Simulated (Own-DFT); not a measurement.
Simulation results for Ti20Si39 (C49 TiSi2 crystal with one vacancy, atoms displaced)

A calculation, not a measurement: plane-wave density functional theory by an unreviewed code, no spin, of a simulated periodic cell, stress positive in tension, run twice, with PBE and with PBEsol, both on files made for PBE, so the change isn't that of files made for PBEsol, forces on such cells moved up to 12 meV/angstrom on a denser k mesh; the far tail of each file's local potential was reset to the Coulomb form; each entry is a single point on an unrelaxed cell, so the pressure reflects the starting lattice, taken from the Materials Project, from which strain is counted, and rises with the displacements; printed positions are rounded, which can move forces by about a meV/angstrom; the program, named Own-DFT, is a retired in-house code; no spin-orbit coupling; stress was not checked against mesh or cutoff. Program: Own-DFT development build.

```cif
# cell vector a (Å): 5.2953 -6.7593 3.5652
# cell vector b (Å): 7.0604 0.0000 -7.1303
# cell vector c (Å): 5.2953 6.7593 3.5652
data_Ti20Si39
_symmetry_space_group_name_H-M 'P 1'
_symmetry_Int_Tables_number 1
_cell_length_a 9.2973
_cell_length_b 10.0345
_cell_length_c 9.2973
_cell_angle_alpha 82.631
_cell_angle_beta 93.274
_cell_angle_gamma 82.631
_cell_volume 850.71
loop_
_atom_site_label
_atom_site_type_symbol
_atom_site_fract_x
_atom_site_fract_y
_atom_site_fract_z
_atom_site_occupancy
Ti1 Ti 0.94941 0.93770 0.14901 1
Ti2 Ti 0.84925 0.87598 0.64870 1
Si1 Si 0.61339 0.91450 0.49051 1
Si2 Si 0.18993 0.86924 0.30593 1
Si3 Si 0.89852 0.02312 0.40406 1
Si4 Si 0.89321 0.78256 0.40739 1
Ti3 Ti 0.94690 0.42837 0.14614 1
Ti4 Ti 0.84728 0.37502 0.63989 1
Si5 Si 0.60801 0.42460 0.49045 1
Si6 Si 0.19707 0.36581 0.31107 1
Si7 Si 0.89655 0.53067 0.39075 1
Si8 Si 0.88825 0.27861 0.40289 1
Ti5 Ti 0.75908 0.71475 0.96329 1
Ti6 Ti 0.65547 0.67763 0.44764 1
Si9 Si 0.40894 0.73030 0.29603 1
Si10 Si 0.99236 0.68183 0.09932 1
Si11 Si 0.68910 0.82361 0.19119 1
Si12 Si 0.69982 0.57258 0.19232 1
Ti7 Ti 0.55940 0.02418 0.75775 1
Ti8 Ti 0.46378 0.97147 0.24790 1
Si13 Si 0.21521 0.03317 0.09611 1
Si14 Si 0.79298 0.98822 0.91200 1
Si15 Si 0.49910 0.12635 0.00147 1
Ti9 Ti 0.75051 0.22401 0.95284 1
Ti10 Ti 0.64869 0.17735 0.44669 1
Si16 Si 0.40642 0.23249 0.28432 1
Si17 Si 0.99897 0.16761 0.10938 1
Si18 Si 0.70010 0.32031 0.19962 1
Si19 Si 0.70194 0.07473 0.19827 1
Ti11 Ti 0.55617 0.52108 0.75529 1
Ti12 Ti 0.45660 0.46749 0.25263 1
Si20 Si 0.20821 0.53582 0.09454 1
Si21 Si 0.79534 0.47551 0.92179 1
Si22 Si 0.49811 0.62318 0.99562 1
Si23 Si 0.50029 0.37298 0.99982 1
Ti13 Ti 0.35091 0.81647 0.55149 1
Ti14 Ti 0.25621 0.77530 0.05032 1
Si24 Si 0.00895 0.82438 0.89435 1
Si25 Si 0.59470 0.77532 0.69883 1
Si26 Si 0.30151 0.93026 0.79605 1
Si27 Si 0.29883 0.67563 0.79193 1
Ti15 Ti 0.34298 0.31345 0.55139 1
Ti16 Ti 0.25564 0.27828 0.05226 1
Si28 Si 0.01144 0.33756 0.88946 1
Si29 Si 0.58872 0.27101 0.70908 1
Si30 Si 0.30340 0.41757 0.79701 1
Si31 Si 0.30562 0.17495 0.80524 1
Ti17 Ti 0.14985 0.63347 0.35287 1
Ti18 Ti 0.05607 0.56724 0.84076 1
Si32 Si 0.81785 0.61005 0.68087 1
Si33 Si 0.40483 0.57645 0.49965 1
Si34 Si 0.09859 0.72353 0.59536 1
Si35 Si 0.09942 0.48481 0.60467 1
Ti19 Ti 0.14654 0.12390 0.35402 1
Ti20 Ti 0.05557 0.07628 0.84546 1
Si36 Si 0.80328 0.12336 0.69107 1
Si37 Si 0.40249 0.06864 0.51253 1
Si38 Si 0.09348 0.22583 0.60461 1
Si39 Si 0.09162 0.98634 0.59318 1
_calc_functional 'PBE, then PBEsol'
_calc_potential_files 'PseudoDojo norm-conserving, scalar-relativistic, standard set'
_calc_wave_cutoff 42  # hartree
_calc_occupations 'cold (Marzari-Vanderbilt)'
_calc_smearing_width 0.2  # eV
_calc_k_mesh '4 x 4 x 4 centred on Gamma'
_calc_PBE_pressure 2.77  # GPa
_calc_PBE_stress_xx -2.95  # GPa
_calc_PBE_stress_yy -2.3  # GPa
_calc_PBE_stress_zz -3.08  # GPa
_calc_PBE_stress_yz 0.19  # GPa
_calc_PBE_stress_xz 0.44  # GPa
_calc_PBE_stress_xy -0.13  # GPa
_calc_PBEsol_pressure -0.51  # GPa
_calc_PBEsol_stress_xx 0.45  # GPa
_calc_PBEsol_stress_yy 1.19  # GPa
_calc_PBEsol_stress_zz -0.11  # GPa
_calc_PBEsol_stress_yz 0.21  # GPa
_calc_PBEsol_stress_xz 0.45  # GPa
_calc_PBEsol_stress_xy -0.12  # GPa
_calc_rms_change_of_force_components_from_PBE_to_PBEsol 0.023  # eV/angstrom
```

Force:
| force element | PBE force x (eV/Å) | PBE force y (eV/Å) | PBE force z (eV/Å) | PBEsol force x (eV/Å) | PBEsol force y (eV/Å) | PBEsol force z (eV/Å) |
| --- | --- | --- | --- | --- | --- | --- |
| Ti | -0.805 | 0.519 | 1.533 | -0.791 | 0.491 | 1.522 |
| Ti | 0.112 | -0.334 | 0.729 | 0.101 | -0.331 | 0.706 |
| Si | 0.772 | -0.387 | -1.488 | 0.759 | -0.45 | -1.487 |
| Si | 1.054 | 0.135 | -0.954 | 1.033 | 0.182 | -0.955 |
| Si | -0.066 | -0.154 | -0.773 | -0.064 | -0.154 | -0.786 |
| Si | -0.897 | -0.961 | -0.092 | -0.907 | -0.942 | -0.087 |
| Ti | 0.87 | 0.418 | 1.244 | 0.856 | 0.396 | 1.215 |
| Ti | 0.411 | -0.013 | 0.922 | 0.408 | -0.001 | 0.912 |
| Si | 0.03 | -0.218 | 0.54 | 0.031 | -0.277 | 0.557 |
| Si | 0.231 | 0.687 | -2.028 | 0.223 | 0.735 | -2.025 |
| Si | 0.285 | 0.025 | 0.453 | 0.292 | 0.024 | 0.456 |
| Si | 0.209 | -0.944 | 0.308 | 0.214 | -0.923 | 0.316 |
| Ti | -0.728 | -0.51 | -2.119 | -0.72 | -0.555 | -2.057 |
| Ti | -0.901 | -0.224 | 0.656 | -0.892 | -0.191 | 0.651 |
| Si | -0.557 | -1.286 | 0.028 | -0.544 | -1.332 | 0.023 |
| Si | 0.801 | 0.847 | 1.246 | 0.791 | 0.912 | 1.245 |
| Si | 0.298 | -0.351 | 0.092 | 0.286 | -0.345 | 0.073 |
| Si | 0.23 | 0.56 | 0 | 0.227 | 0.542 | -0.002 |
| Ti | -1.081 | 0.588 | -0.727 | -1.061 | 0.513 | -0.768 |
| Ti | 0.372 | 0.953 | -1.002 | 0.404 | 1.003 | -0.988 |
| Si | -0.753 | -0.833 | 1.068 | -0.741 | -0.876 | 1.068 |
| Si | -1.287 | 0.341 | 1.682 | -1.264 | 0.387 | 1.677 |
| Si | -0.25 | -0.135 | 0.711 | -0.261 | -0.134 | 0.738 |
| Ti | 0.775 | 0.088 | -0.648 | 0.761 | 0.077 | -0.637 |
| Ti | -0.461 | -0.27 | 0.366 | -0.45 | -0.254 | 0.36 |
| Si | -0.174 | -0.238 | 2.347 | -0.168 | -0.288 | 2.354 |
| Si | 0.809 | 0.099 | -2.015 | 0.793 | 0.152 | -2.019 |
| Si | 0.19 | -0.054 | -0.203 | 0.188 | -0.049 | -0.21 |
| Si | -0.231 | 0.027 | 0.164 | -0.239 | 0.027 | 0.173 |
| Ti | -0.525 | 0.206 | -0.447 | -0.525 | 0.183 | -0.441 |
| Ti | 0.23 | -0.262 | -1.304 | 0.223 | -0.236 | -1.287 |
| Si | -0.539 | -0.155 | 1.136 | -0.532 | -0.201 | 1.14 |
| Si | -1.397 | -0.275 | -0.873 | -1.375 | -0.224 | -0.882 |
| Si | 0.463 | 0.088 | -0.312 | 0.481 | 0.083 | -0.331 |
| Si | 0.278 | -0.151 | -0.104 | 0.28 | -0.15 | -0.104 |
| Ti | 0.339 | 0.271 | -1.029 | 0.326 | 0.235 | -1.015 |
| Ti | -0.344 | -0.398 | -0.698 | -0.376 | -0.319 | -0.691 |
| Si | 0.002 | -0.715 | -0.835 | 0.002 | -0.765 | -0.848 |
| Si | 0.83 | 1.086 | 1.673 | 0.817 | 1.124 | 1.681 |
| Si | -0.087 | 0.115 | 0.703 | -0.08 | 0.116 | 0.72 |
| Si | 0.577 | 0.15 | 0.389 | 0.572 | 0.147 | 0.389 |
| Ti | 1.34 | -0.127 | -0.439 | 1.333 | -0.152 | -0.433 |
| Ti | -0.502 | -0.219 | -0.922 | -0.497 | -0.204 | -0.906 |
| Si | -1.369 | 0.149 | 1.71 | -1.349 | 0.104 | 1.706 |
| Si | 0.332 | 0.138 | -0.453 | 0.326 | 0.18 | -0.452 |
| Si | 0.492 | 0.07 | -0.5 | 0.497 | 0.073 | -0.508 |
| Si | -0.6 | -0.048 | 0.167 | -0.613 | -0.05 | 0.159 |
| Ti | -1.305 | 0.154 | 0.963 | -1.28 | 0.13 | 0.954 |
| Ti | 1.872 | 0.479 | -0.921 | 1.852 | 0.49 | -0.913 |
| Si | 1.246 | 0.971 | -1.023 | 1.226 | 0.939 | -1.011 |
| Si | -0.564 | 1.405 | 0.515 | -0.552 | 1.462 | 0.505 |
| Si | 0.706 | 0.206 | -0.404 | 0.717 | 0.199 | -0.412 |
| Si | -1.386 | -0.888 | 0.445 | -1.394 | -0.874 | 0.454 |
| Ti | 0.046 | -0.035 | 0.277 | 0.044 | -0.053 | 0.268 |
| Ti | 0.188 | 0.428 | -0.253 | 0.183 | 0.446 | -0.252 |
| Si | 0.439 | -0.575 | -0.07 | 0.425 | -0.622 | -0.074 |
| Si | -0.623 | 0.028 | -0.554 | -0.609 | 0.064 | -0.567 |
| Si | 0.271 | -0.46 | -0.349 | 0.287 | -0.455 | -0.354 |
| Si | 0.33 | -0.011 | 1.469 | 0.326 | -0.008 | 1.48 |
